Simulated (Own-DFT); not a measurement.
# Strain and stress in C40 NbSi2, 36 atoms (Nb12Si24)

These are calculations, not measurements. The program, named Own-DFT, is a retired in-house plane-wave density functional code that no person has reviewed. Each row is one single-point run on a periodic cell that was not relaxed, without spin or spin-orbit coupling.

Settings of every run: PBE; PseudoDojo norm-conserving scalar-relativistic files; cutoff 42 hartree; 4 x 4 x 5 k mesh centred on Gamma; cold (Marzari-Vanderbilt) smearing of 0.2 eV.

Known limits: forces on such cells failed a check on a denser k mesh; stress not checked against mesh or cutoff.

Unstrained cell vectors in Å: (0.000, 8.324, 0.000); (-9.613, 0.000, 0.000); (0.000, 0.000, 6.586). The unstrained cell was taken from the Materials Project. The random moves and any unrelaxed bonds add to the pressure at no strain. Each run strains this cell uniformly, with the atoms carried along. Every atom was also moved at random, by a Gaussian of width 0.05 Å on each axis. Strain is the symmetric tensor, in per cent. Stress is positive in tension, and the pressure is minus a third of its trace.

| run | e_xx (%) | e_yy (%) | e_zz (%) | e_yz (%) | e_xz (%) | e_xy (%) | s_xx (GPa) | s_yy (GPa) | s_zz (GPa) | s_yz (GPa) | s_xz (GPa) | s_xy (GPa) | P (GPa) | E (meV/atom) |
|---|---|---|---|---|---|---|---|---|---|---|---|---|---|---|
| 1 | -0.33 | -1.26 | 0.39 | 0.53 | -1.56 | -0.32 | -3.72 | -7.55 | -2.82 | 1.36 | -4.57 | -0.89 | 4.70 | 9.9 |
| 2 | 0.07 | -1.00 | -1.90 | -0.29 | -1.15 | -1.38 | -4.60 | -7.63 | -14.59 | -0.45 | -4.47 | -4.11 | 8.94 | 36.2 |
| 3 | 0.25 | 1.79 | -0.78 | -0.20 | 0.22 | -1.44 | -0.71 | 3.60 | -5.17 | -0.38 | 0.39 | -3.93 | 0.76 | 4.1 |
| 4 | -1.67 | -1.54 | -0.15 | 1.02 | -0.21 | -0.07 | -12.00 | -9.90 | -7.68 | 2.81 | -1.63 | 0.02 | 9.86 | 49.9 |
| 5 | 1.49 | -0.95 | -1.29 | 1.46 | -1.96 | -0.28 | 1.03 | -7.01 | -10.68 | 5.16 | -6.87 | -1.04 | 5.56 | 49.8 |
| 6 | -1.37 | 0.74 | 0.84 | 0.65 | -0.60 | -0.71 | -6.67 | -0.26 | -0.08 | 0.85 | -2.26 | -2.59 | 2.34 | 15.5 |
| 7 | 0.43 | 0.54 | -1.65 | 0.10 | 1.83 | 0.64 | -1.86 | -0.77 | -11.20 | 0.63 | 6.25 | 1.88 | 4.61 | 18.4 |
| 8 | 0.27 | 1.24 | -0.77 | 1.64 | 0.77 | -1.15 | -1.32 | 1.50 | -6.52 | 6.01 | 2.22 | -3.20 | 2.11 | 22.5 |
| 9 | 0.26 | -0.81 | -0.23 | 1.18 | 0.50 | -1.14 | -1.87 | -5.54 | -4.82 | 3.99 | 1.33 | -3.12 | 4.08 | 7.8 |
| 10 | 0.24 | 1.21 | 0.94 | 0.80 | -1.25 | 0.93 | 0.17 | 3.00 | 2.11 | 2.52 | -3.36 | 2.37 | -1.76 | 0.0 |
| 11 | 1.67 | 0.55 | 1.99 | 1.76 | 1.93 | -0.21 | 4.89 | 1.77 | 5.58 | 4.92 | 4.51 | -0.47 | -4.08 | 29.5 |
| 12 | 0.64 | 1.23 | 0.72 | 1.71 | -1.80 | -1.22 | 0.84 | 2.08 | 0.66 | 4.75 | -4.81 | -3.17 | -1.19 | 29.1 |
| 13 | -0.67 | -1.78 | -0.33 | -0.20 | 0.98 | -1.32 | -6.47 | -9.91 | -7.30 | -0.05 | 2.94 | -4.65 | 7.89 | 19.3 |
| 14 | 1.50 | -0.14 | 1.55 | 1.08 | -0.73 | -0.45 | 3.43 | -0.32 | 4.04 | 3.30 | -2.19 | -1.42 | -2.39 | 11.9 |
| 15 | -0.19 | 1.89 | 0.93 | -0.32 | -1.61 | -0.41 | -0.49 | 4.78 | 1.81 | -1.28 | -4.42 | -0.78 | -2.04 | 1.7 |
| 16 | 0.60 | 1.37 | -1.19 | 0.26 | -0.98 | 1.93 | ? | ? | ? | ? | ? | ? | ? | ? |

E is the free energy for each atom above the lowest run shown.

## Worked fit

Each stress component was fitted by least squares to a constant and the strains of the runs shown, as fractions, with shears doubled. Shear strains stay in the fit of a normal stress only where such slopes are resolved. The slopes, in GPa:

```
stress  at no strain  per e_xx  per e_yy  per e_zz  scatter
  s_xx          -2.7  376 ± 21   89 ± 16   65 ± 17     0.72
  s_yy          -2.7   67 ± 14  375 ± 11   71 ± 12     0.51
  s_zz          -4.0   40 ± 19   97 ± 15  470 ± 16     0.65
```

Each shear stress against twice its own strain: yz 154 ± 9, xz 148 ± 7, xy 143 ± 7 GPa. These are stiffnesses along x, y and z of the frame in which the cell vectors are given, which need not be the crystal's axes. The atoms are held to the strained lattice; where symmetry lets them move under strain, relaxing them would lower some slopes. The table should be nearly symmetric about its diagonal, and what it lacks of that shows the noise. A ninth of its sum, 183 ± 6 GPa, estimates the bulk modulus near the mean pressure of these runs, 2.6 GPa, so it lies above the value at zero pressure.

## Withheld run

Question: what normal stresses and pressure should run 16 give?

The fit gives s_xx = 0.0, s_yy = 2.0, s_zz = -8.1 and P = 2.0 GPa. The calculation gave -0.78, 1.57, -7.62 and P = 2.28 GPa.
